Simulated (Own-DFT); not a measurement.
# What random displacements cost in 3C SiC, 64 atoms (C32Si32)

These are calculations, not measurements. They come from Own-DFT, an in-house plane-wave density functional program, since retired, whose code no person has reviewed. Each row is one single-point run on a periodic cell that was not relaxed, without spin or spin-orbit coupling.

Settings of every run: PBE; PseudoDojo norm-conserving scalar-relativistic files; cutoff 42 hartree; 4 x 4 x 4 k mesh centred on Gamma; Fermi-Dirac smearing of 0.1 eV.

Known limits, some of them of some rows only: some atoms lie very close together; forces on such cells passed a denser k mesh, each cell not checked; stress not checked against mesh or cutoff.

Cell vectors in Å: (8.719, 0.000, 0.000); (0.000, 8.719, 0.000); (0.000, 0.000, 8.719). In each run every atom was moved at random and independently from its ideal site; u is the rms move along one axis. E is the free energy for each atom above the fitted value at u = 0, and F the rms of the force components.

| run | u (Å) | E (meV/atom) | F (eV/Å) | largest force (eV/Å) | P (GPa) |
|---|---|---|---|---|---|
| 1 | 0.0290 | 32.2 | 0.810 | 2.61 | 3.77 |
| 2 | 0.0292 | 32.2 | 0.813 | 2.42 | 3.76 |
| 3 | 0.0307 | ? | ? | ? | ? |
| 4 | 0.0589 | 131.8 | 1.744 | 7.06 | 6.01 |
| 5 | 0.0638 | 150.5 | 1.811 | 6.18 | 6.19 |
| 6 | 0.1034 | 410.9 | 3.700 | 25.14 | 12.71 |
| 7 | 0.1051 | 441.9 | 3.908 | 21.48 | 14.11 |
| 8 | 0.1087 | 426.9 | 3.394 | 12.30 | 12.91 |
| 9 | 0.1531 | 928.2 | 6.477 | 37.78 | 25.27 |

## Worked fit

For small independent moves the energy grows as E = (3/2) K u², with K the mean stiffness felt by one atom. The runs with u up to 0.11 Å give K = 25.3 ± 0.5 eV/Å², with residuals divided by u² + 0.0006 Å², since the noise grows with the moves. The scatter is 3.9 meV/atom at u = 0.05 Å. The forces follow F = G u with G = 31.3 eV/Å²; no force at u = 0 is resolved. G exceeds K because the moves of its neighbours add to the force on an atom, and stiffness differs between atoms. At u = 0.153 Å the parabola gives 890 meV/atom and the run 928. The pressure follows P = 2.86 + 923 u² GPa: at fixed volume, shortened bonds push harder than stretched ones pull.

## Withheld run

Question: what energy and rms force should run 3 give?

The fit gives 36 ± 2 meV/atom and about 0.96 eV/Å. The calculation gave 37.1 meV/atom and 0.907 eV/Å.
